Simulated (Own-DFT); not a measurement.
# Computed records: GaN (wurtzite, strained, atoms displaced)

Computed with Own-DFT development build. A calculation, not a measurement: plane-wave PBE density functional theory by an unreviewed code, no spin, of a simulated periodic cell, stress positive in tension, free energy of the whole cell less one offset for each atom, forces on such cells passed a denser k mesh, this cell's mesh not checked; offsets are fitted by least squares, one for each functional and potential file, so energies compare only between cells with the same atoms and settings and are not formation energies; the far tail of each file's local potential was reset to the Coulomb form; each entry is a single point on an unrelaxed cell, so the pressure reflects the starting lattice, mostly measured values (interpolated for alloys), from which strain is counted, and rises with the displacements; printed positions are rounded, which can move forces by about a meV/angstrom; the program, named Own-DFT, is a retired in-house code; no spin-orbit coupling.

Common to all runs: functional PBE; potential files PseudoDojo norm-conserving, scalar-relativistic, standard set with the stringent files for Ga; wave cutoff 96 hartree; occupations Gaussian; smearing width 0.01 eV; k mesh 3 x 4 x 3 centred on Gamma.

```yaml
- entry: 1
  formula: GaN
  kind: "wurtzite, strained, atoms displaced"
  structure:
    cell_angstrom: [[12.756, 0.0, 0.0], [-4.7835, 8.2853, 0.0], [0.0, 0.0, 10.3441]]
    atoms_fractional:
      - [Ga, 0.08593, 0.21961, 0.99831]
      - [Ga, 0.16094, 0.10306, 0.24365]
      - ["N", 0.08156, 0.222, 0.19781]
      - ["N", 0.17202, 0.11149, 0.441]
      - [Ga, 0.08315, 0.22611, 0.50124]
      - [Ga, 0.16751, 0.1136, 0.75364]
      - ["N", 0.08259, 0.21821, 0.6908]
      - ["N", 0.16287, 0.11182, 0.93015]
      - [Ga, 0.07797, 0.55618, 0.99681]
      - [Ga, 0.16487, 0.43329, 0.25206]
      - ["N", 0.08538, 0.55618, 0.17256]
      - ["N", 0.16772, 0.43236, 0.43123]
      - [Ga, 0.08324, 0.5521, 0.50049]
      - [Ga, 0.15838, 0.43185, 0.74409]
      - ["N", 0.08111, 0.55835, 0.69107]
      - ["N", 0.16088, 0.4435, 0.93508]
      - [Ga, 0.08134, 0.8871, 0.00822]
      - [Ga, 0.17663, 0.78968, 0.25036]
      - ["N", 0.07796, 0.87475, 0.18076]
      - ["N", 0.15956, 0.773, 0.43432]
      - [Ga, 0.0862, 0.89149, 0.50447]
      - [Ga, 0.17329, 0.78841, 0.74348]
      - ["N", 0.08337, 0.88803, 0.69015]
      - ["N", 0.16593, 0.78053, 0.94063]
      - [Ga, 0.33612, 0.22749, 0.99887]
      - [Ga, 0.4172, 0.11808, 0.24228]
      - ["N", 0.32933, 0.22046, 0.18672]
      - ["N", 0.41916, 0.11581, 0.45074]
      - [Ga, 0.32279, 0.21883, 0.49854]
      - [Ga, 0.42307, 0.11371, 0.76097]
      - ["N", 0.32449, 0.21601, 0.68205]
      - ["N", 0.41326, 0.10889, 0.9348]
      - [Ga, 0.33332, 0.56218, 0.00107]
      - [Ga, 0.41704, 0.44192, 0.24381]
      - ["N", 0.33948, 0.54983, 0.18112]
      - ["N", 0.40969, 0.44167, 0.43303]
      - [Ga, 0.32777, 0.5476, 0.49693]
      - [Ga, 0.40962, 0.43973, 0.74839]
      - ["N", 0.33156, 0.55037, 0.68857]
      - ["N", 0.40822, 0.44055, 0.94423]
      - [Ga, 0.33695, 0.8972, 0.00319]
      - [Ga, 0.41924, 0.77322, 0.24337]
      - ["N", 0.32876, 0.87137, 0.18147]
      - ["N", 0.42108, 0.7764, 0.43634]
      - [Ga, 0.32972, 0.88618, 0.50003]
      - [Ga, 0.41421, 0.78462, 0.75077]
      - ["N", 0.33755, 0.89948, 0.68587]
      - ["N", 0.41653, 0.77887, 0.93098]
      - [Ga, 0.57543, 0.22604, 0.00049]
      - [Ga, 0.66073, 0.09989, 0.25501]
      - ["N", 0.5852, 0.23353, 0.19296]
      - ["N", 0.66252, 0.11018, 0.43477]
      - [Ga, 0.59061, 0.22746, 0.49798]
      - [Ga, 0.66795, 0.11268, 0.7525]
      - ["N", 0.58669, 0.22062, 0.68602]
      - ["N", 0.66293, 0.11083, 0.94799]
      - [Ga, 0.58004, 0.5541, 0.99375]
      - [Ga, 0.66727, 0.45134, 0.25306]
      - ["N", 0.58517, 0.55303, 0.19845]
      - ["N", 0.66353, 0.43833, 0.43777]
      - [Ga, 0.58533, 0.5635, 0.50898]
      - [Ga, 0.6711, 0.44432, 0.74951]
      - ["N", 0.57918, 0.54867, 0.68338]
      - ["N", 0.67605, 0.44754, 0.9407]
      - [Ga, 0.58206, 0.88971, 0.99782]
      - [Ga, 0.67235, 0.78948, 0.24866]
      - ["N", 0.59369, 0.89813, 0.19247]
      - ["N", 0.67465, 0.78968, 0.43322]
      - [Ga, 0.58397, 0.88637, 0.50301]
      - [Ga, 0.66114, 0.77634, 0.75221]
      - ["N", 0.59005, 0.88667, 0.69239]
      - ["N", 0.66472, 0.77195, 0.93374]
      - [Ga, 0.83305, 0.22912, 0.00451]
      - [Ga, 0.91582, 0.10847, 0.25207]
      - ["N", 0.83704, 0.23358, 0.18474]
      - ["N", 0.91989, 0.11109, 0.44393]
      - [Ga, 0.83193, 0.21754, 0.50708]
      - [Ga, 0.91678, 0.11843, 0.74876]
      - ["N", 0.83524, 0.22295, 0.68648]
      - ["N", 0.91385, 0.11791, 0.93328]
      - [Ga, 0.83851, 0.56057, 0.9993]
      - [Ga, 0.91491, 0.43714, 0.24065]
      - ["N", 0.83587, 0.55061, 0.18544]
      - ["N", 0.92179, 0.45969, 0.43638]
      - [Ga, 0.83661, 0.56346, 0.50186]
      - [Ga, 0.91771, 0.44764, 0.75041]
      - ["N", 0.83373, 0.55102, 0.68962]
      - ["N", 0.92302, 0.44493, 0.94122]
      - [Ga, 0.84384, 0.90171, 0.00419]
      - [Ga, 0.91965, 0.77953, 0.25135]
      - ["N", 0.8333, 0.89113, 0.18908]
      - ["N", 0.91903, 0.77857, 0.44038]
      - [Ga, 0.83869, 0.88972, 0.49629]
      - [Ga, 0.91082, 0.77589, 0.75643]
      - ["N", 0.83832, 0.89521, 0.68505]
      - ["N", 0.91531, 0.78152, 0.94599]
  results:
    "free_energy_of_cell_above_offsets [eV]": "-3.921"
    "pressure [GPa]": 7.71
    "stress_xx [GPa]": -6.43
    "stress_yy [GPa]": -6.74
    "stress_zz [GPa]": -9.96
    "stress_yz [GPa]": 0.37
    "stress_xz [GPa]": -0.48
    "stress_xy [GPa]": 0.36
    force_element: [Ga, Ga, "N", "N", Ga, Ga, "N", "N", Ga, Ga, "N", "N", Ga, Ga, "N", "N", Ga, Ga, "N", "N", Ga, Ga, "N", "N", Ga, Ga, "N", "N", Ga, Ga, "N", "N", Ga, Ga, "N", "N", Ga, Ga, "N", "N", Ga, Ga, "N", "N", Ga, Ga, "N", "N", Ga, Ga, "N", "N", Ga, Ga, "N", "N", Ga, Ga, "N", "N", Ga, Ga, "N", "N", Ga, Ga, "N", "N", Ga, Ga, "N", "N", Ga, Ga, "N", "N", Ga, Ga, "N", "N", Ga, Ga, "N", "N", Ga, Ga, "N", "N", Ga, Ga, "N", "N", Ga, Ga, "N", "N"]
    "force_x [eV/angstrom]": [-1.441, 0.362, 0.463, -3.129, 0.942, -0.12, -0.459, 1.102, 2.377, -0.526, 0.519, -1.428, -0.167, 0.338, 1.079, 1.053, 0.587, -1.334, 0.331, 1.312, -0.385, -0.55, -0.691, 0.388, -1.254, 0.659, -0.03, -0.431, 3.409, -0.946, 1.49, -0.17, -1.172, 0.595, -1.565, 1.194, 0.914, 0.605, -1.1, 1.221, -0.622, 0.328, 1.137, -1.154, 0.707, 0.923, 0.319, -0.171, 2.011, -0.106, 0.141, 1.455, -1.457, 0.297, -0.28, -0.134, 0.774, 1.48, -1.081, 0.227, -0.241, -0.768, 0.203, -1.878, 0.718, 0.16, -1.546, -0.2, -0.027, 2.369, -2.538, 0.066, 0.0, -0.803, 0.084, -0.746, -0.373, 0.649, -0.859, 0.642, 0.246, 0.741, -1.122, 0.211, -0.21, 0.312, -0.468, -2.665, -1.627, -0.452, 1.04, 0.156, -0.496, 0.762, -0.683, 0.506]
    "force_y [eV/angstrom]": [1.21, 0.121, -1.618, -1.603, -1.52, -0.992, -0.271, -0.514, 0.964, 2.478, -0.06, 1.618, 0.038, 2.048, 0.058, -0.064, 0.266, -2.73, 1.731, 0.454, -0.087, -0.931, 0.066, 0.619, -1.191, -0.776, -0.685, -0.606, 1.529, 0.594, 0.679, 0.869, -0.801, 0.157, 0.69, 0.224, 1.072, -0.437, 1.01, 0.858, -2.012, -0.206, 2.449, -0.32, 0.79, -1.104, -0.621, 0.534, 0.398, 3.449, -1.679, -0.273, -0.87, -0.26, 0.212, 0.602, -0.056, -0.182, 1.536, 2.232, -0.871, -0.301, 0.31, -0.453, -0.282, -2.127, -2.124, -0.951, 0.354, -0.68, 1.051, 0.925, -0.681, 0.966, -3.687, 0.341, 0.995, -1.228, 0.487, -0.314, -0.44, 2.959, 1.101, -2.09, -1.202, -0.396, 1.06, -0.34, -0.585, -1.461, 0.199, 0.605, 0.055, 0.563, -0.798, -0.047]
    "force_z [eV/angstrom]": [0.214, 1.219, -1.913, -1.782, 0.293, -1.569, -1.015, 2.718, -0.759, -1.827, 3.698, 1.296, -0.335, 1.274, -0.781, 0.119, -3.475, -0.341, 2.813, 0.566, -0.132, 1.562, 0.184, -0.882, -0.032, 2.168, -0.552, -1.935, 0.248, -3.932, 1.743, 2.028, -1.252, 1.314, 0.98, 0.421, 0.37, 0.038, -0.358, -1.385, -1.383, 1.065, 0.927, -0.024, -0.895, -1.338, 0.391, 1.651, 0.806, -0.81, -0.903, 1.385, 0.285, 0.501, 0.907, -1.12, 1.212, 0.046, -2.024, 0.781, -3.37, 0.074, 2.644, -0.767, 0.143, 0.259, -1.901, 1.042, -0.208, -0.473, -0.796, 1.446, -0.91, 0.318, 1.034, -0.895, -2.142, -0.007, 1.056, 1.155, 0.598, 1.781, 0.526, -0.131, -0.465, 0.403, 0.084, -1.514, -0.92, 0.035, 0.013, -0.647, 0.901, -0.578, 0.599, -0.855]
- entry: 2
  formula: GaN
  kind: "wurtzite, strained, atoms displaced"
  structure:
    cell_angstrom: [[12.756, 0.0, 0.0], [-4.7835, 8.2853, 0.0], [0.0, 0.0, 10.3441]]
    atoms_fractional:
      - [Ga, 0.08558, 0.21673, 0.99869]
      - [Ga, 0.16864, 0.11639, 0.25705]
      - ["N", 0.07539, 0.20678, 0.18332]
      - ["N", 0.17162, 0.11345, 0.44093]
      - [Ga, 0.09324, 0.23333, 0.4958]
      - [Ga, 0.15856, 0.09761, 0.75823]
      - ["N", 0.08397, 0.22161, 0.6967]
      - ["N", 0.16552, 0.11262, 0.93787]
      - [Ga, 0.08231, 0.55649, 0.99875]
      - [Ga, 0.16056, 0.44264, 0.24217]
      - ["N", 0.09158, 0.57306, 0.18187]
      - ["N", 0.17402, 0.45553, 0.43749]
      - [Ga, 0.08815, 0.55565, 0.50052]
      - [Ga, 0.15587, 0.44155, 0.73999]
      - ["N", 0.08318, 0.56371, 0.6835]
      - ["N", 0.17508, 0.44842, 0.93077]
      - [Ga, 0.0861, 0.89598, 0.99862]
      - [Ga, 0.16291, 0.77873, 0.25444]
      - ["N", 0.08119, 0.89269, 0.19002]
      - ["N", 0.16756, 0.77418, 0.44128]
      - [Ga, 0.07818, 0.88705, 0.49542]
      - [Ga, 0.17086, 0.78778, 0.74948]
      - ["N", 0.08275, 0.8878, 0.6878]
      - ["N", 0.17717, 0.79261, 0.9401]
      - [Ga, 0.32245, 0.20366, 0.00397]
      - [Ga, 0.42401, 0.11333, 0.25253]
      - ["N", 0.3299, 0.22472, 0.18878]
      - ["N", 0.41055, 0.10758, 0.44512]
      - [Ga, 0.33011, 0.2286, 0.49499]
      - [Ga, 0.42533, 0.11681, 0.75186]
      - ["N", 0.33376, 0.22301, 0.68283]
      - ["N", 0.4171, 0.10496, 0.94054]
      - [Ga, 0.32947, 0.54967, 0.99686]
      - [Ga, 0.42005, 0.44277, 0.24403]
      - ["N", 0.33781, 0.55897, 0.17846]
      - ["N", 0.41397, 0.44563, 0.44173]
      - [Ga, 0.33257, 0.55468, 0.49508]
      - [Ga, 0.41491, 0.44613, 0.74222]
      - ["N", 0.32626, 0.55099, 0.67918]
      - ["N", 0.41903, 0.45126, 0.93671]
      - [Ga, 0.33774, 0.88515, 0.00704]
      - [Ga, 0.42068, 0.78858, 0.25034]
      - ["N", 0.33609, 0.89891, 0.19118]
      - ["N", 0.41889, 0.77965, 0.43897]
      - [Ga, 0.33234, 0.89022, 0.50712]
      - [Ga, 0.41668, 0.77493, 0.75689]
      - ["N", 0.3299, 0.88651, 0.68463]
      - ["N", 0.41142, 0.76572, 0.93076]
      - [Ga, 0.5833, 0.21991, 8.0e-05]
      - [Ga, 0.66931, 0.1138, 0.24884]
      - ["N", 0.58218, 0.22041, 0.18449]
      - ["N", 0.66673, 0.11343, 0.43926]
      - [Ga, 0.57864, 0.21572, 0.5]
      - [Ga, 0.66475, 0.10457, 0.74818]
      - ["N", 0.58557, 0.22557, 0.69039]
      - ["N", 0.66566, 0.10725, 0.9439]
      - [Ga, 0.58376, 0.5629, 0.98993]
      - [Ga, 0.66501, 0.43994, 0.24448]
      - ["N", 0.5886, 0.55277, 0.19568]
      - ["N", 0.65828, 0.43584, 0.43882]
      - [Ga, 0.582, 0.55573, 0.50307]
      - [Ga, 0.67072, 0.43959, 0.74798]
      - ["N", 0.58886, 0.55845, 0.68727]
      - ["N", 0.66457, 0.4354, 0.94226]
      - [Ga, 0.58637, 0.89096, 0.00071]
      - [Ga, 0.66783, 0.77864, 0.24533]
      - ["N", 0.58363, 0.88637, 0.19207]
      - ["N", 0.67199, 0.78747, 0.44071]
      - [Ga, 0.58575, 0.89479, 0.49568]
      - [Ga, 0.66873, 0.77695, 0.75622]
      - ["N", 0.58378, 0.89172, 0.68779]
      - ["N", 0.67174, 0.78914, 0.93971]
      - [Ga, 0.836, 0.21833, 0.00761]
      - [Ga, 0.90743, 0.10405, 0.24708]
      - ["N", 0.8322, 0.21156, 0.18507]
      - ["N", 0.91702, 0.11304, 0.44078]
      - [Ga, 0.83165, 0.2121, 0.49095]
      - [Ga, 0.91802, 0.11382, 0.74195]
      - ["N", 0.82536, 0.21099, 0.69454]
      - ["N", 0.90672, 0.11244, 0.93841]
      - [Ga, 0.83387, 0.55605, 0.00212]
      - [Ga, 0.92019, 0.44618, 0.24306]
      - ["N", 0.83135, 0.55207, 0.19061]
      - ["N", 0.9114, 0.43905, 0.44317]
      - [Ga, 0.8346, 0.55399, 0.49614]
      - [Ga, 0.90895, 0.44041, 0.73644]
      - ["N", 0.83573, 0.55679, 0.69716]
      - ["N", 0.91245, 0.44758, 0.94035]
      - [Ga, 0.83087, 0.88128, 0.00052]
      - [Ga, 0.91974, 0.77344, 0.25317]
      - ["N", 0.83609, 0.89302, 0.19561]
      - ["N", 0.91991, 0.78048, 0.43281]
      - [Ga, 0.83908, 0.89521, 0.50286]
      - [Ga, 0.92083, 0.78154, 0.74155]
      - ["N", 0.82939, 0.88906, 0.68525]
      - ["N", 0.91495, 0.78538, 0.94358]
  results:
    "free_energy_of_cell_above_offsets [eV]": "-4.992"
    "pressure [GPa]": 7.37
    "stress_xx [GPa]": -7.8
    "stress_yy [GPa]": -6.78
    "stress_zz [GPa]": -7.53
    "stress_yz [GPa]": -0.45
    "stress_xz [GPa]": 0.34
    "stress_xy [GPa]": 0.22
    force_element: [Ga, Ga, "N", "N", Ga, Ga, "N", "N", Ga, Ga, "N", "N", Ga, Ga, "N", "N", Ga, Ga, "N", "N", Ga, Ga, "N", "N", Ga, Ga, "N", "N", Ga, Ga, "N", "N", Ga, Ga, "N", "N", Ga, Ga, "N", "N", Ga, Ga, "N", "N", Ga, Ga, "N", "N", Ga, Ga, "N", "N", Ga, Ga, "N", "N", Ga, Ga, "N", "N", Ga, Ga, "N", "N", Ga, Ga, "N", "N", Ga, Ga, "N", "N", Ga, Ga, "N", "N", Ga, Ga, "N", "N", Ga, Ga, "N", "N", Ga, Ga, "N", "N", Ga, Ga, "N", "N", Ga, Ga, "N", "N"]
    "force_x [eV/angstrom]": [-2.345, -0.287, -0.194, -1.78, -0.832, 1.042, 0.071, 0.27, 0.391, 1.486, -0.417, -1.104, -1.297, 1.482, -0.55, -2.608, -0.132, 0.725, 0.897, -0.92, 1.769, 0.294, -0.112, -1.175, 1.809, -1.569, 0.972, 0.498, 1.849, -1.78, -0.222, -0.509, 1.073, -0.685, -0.746, 0.759, 0.826, -0.006, 0.232, 0.234, 0.072, -0.324, -0.098, -0.461, 0.517, -0.41, 1.073, 0.55, -0.037, -0.606, 0.803, -0.169, -0.231, -0.617, 0.756, -0.052, 0.567, 0.418, -1.244, 0.944, 0.186, -1.138, -0.283, -0.311, -1.202, 0.415, -0.039, 0.152, 0.072, -0.762, 0.026, -0.181, -1.817, 1.963, -1.032, 1.69, -1.017, -0.594, 0.744, 3.225, -0.656, -0.199, 0.577, 1.463, -1.378, 1.926, -1.004, 1.397, -0.359, -1.214, 0.175, -0.741, -0.798, -1.341, 1.367, 1.827]
    "force_y [eV/angstrom]": [1.13, -0.639, 1.682, -0.719, -0.83, 2.207, -0.591, -0.683, 0.331, 0.155, -2.201, -1.631, 0.065, 0.974, -0.62, -1.288, -1.417, 1.602, 0.116, 0.554, 0.406, -0.928, 0.056, -1.223, 2.18, 0.201, -0.793, 0.573, -0.278, -0.707, -0.656, 0.352, 0.479, 1.02, -0.097, 0.275, 1.557, -0.295, 0.51, -1.488, 0.164, -1.463, -1.087, 0.275, -0.465, -0.198, 0.774, 1.493, -0.425, -0.479, 0.014, 0.074, 0.563, 0.336, -0.787, 0.581, -1.202, -0.07, 0.836, 0.82, 0.668, 0.823, -0.288, 1.691, -0.428, -0.516, 0.788, -0.858, -1.074, 0.256, -1.228, -1.398, 1.157, 0.428, 1.982, 0.257, 1.177, -0.538, 1.526, -1.05, 0.291, -0.331, 0.198, 0.173, -0.179, -0.633, 0.818, -0.579, 2.298, 0.449, -1.999, -0.688, -0.887, -0.37, 0.028, -1.051]
    "force_z [eV/angstrom]": [-0.556, -0.94, 1.043, -0.231, 0.823, -1.965, -1.73, 0.205, -1.686, -0.037, 0.777, -1.374, -0.376, 1.26, 0.801, 0.279, 0.792, -0.104, -0.037, -0.333, 0.612, 0.58, -0.668, -0.296, -0.606, 0.619, 0.231, -1.125, 1.358, -0.252, 1.164, -0.058, -0.178, 0.562, 1.903, -1.372, 0.382, 0.657, 1.002, -0.435, -0.865, 0.265, 0.197, -0.249, -1.482, -3.014, 1.767, 2.693, -0.395, 0.091, 0.771, -0.793, 0.296, 1.257, -0.56, -0.596, 1.121, 1.213, -1.696, -0.141, -0.88, 0.91, 0.924, -0.683, 0.166, 1.419, -0.794, -0.479, 0.768, -1.487, 0.036, 0.091, -2.176, 1.025, 1.62, -0.742, 1.768, 1.557, -1.843, -0.796, -0.444, 0.793, 0.022, -1.19, 0.429, 1.806, -1.988, -0.471, 1.003, -1.432, -1.191, 1.614, -0.93, 1.586, 0.741, -1.321]
```
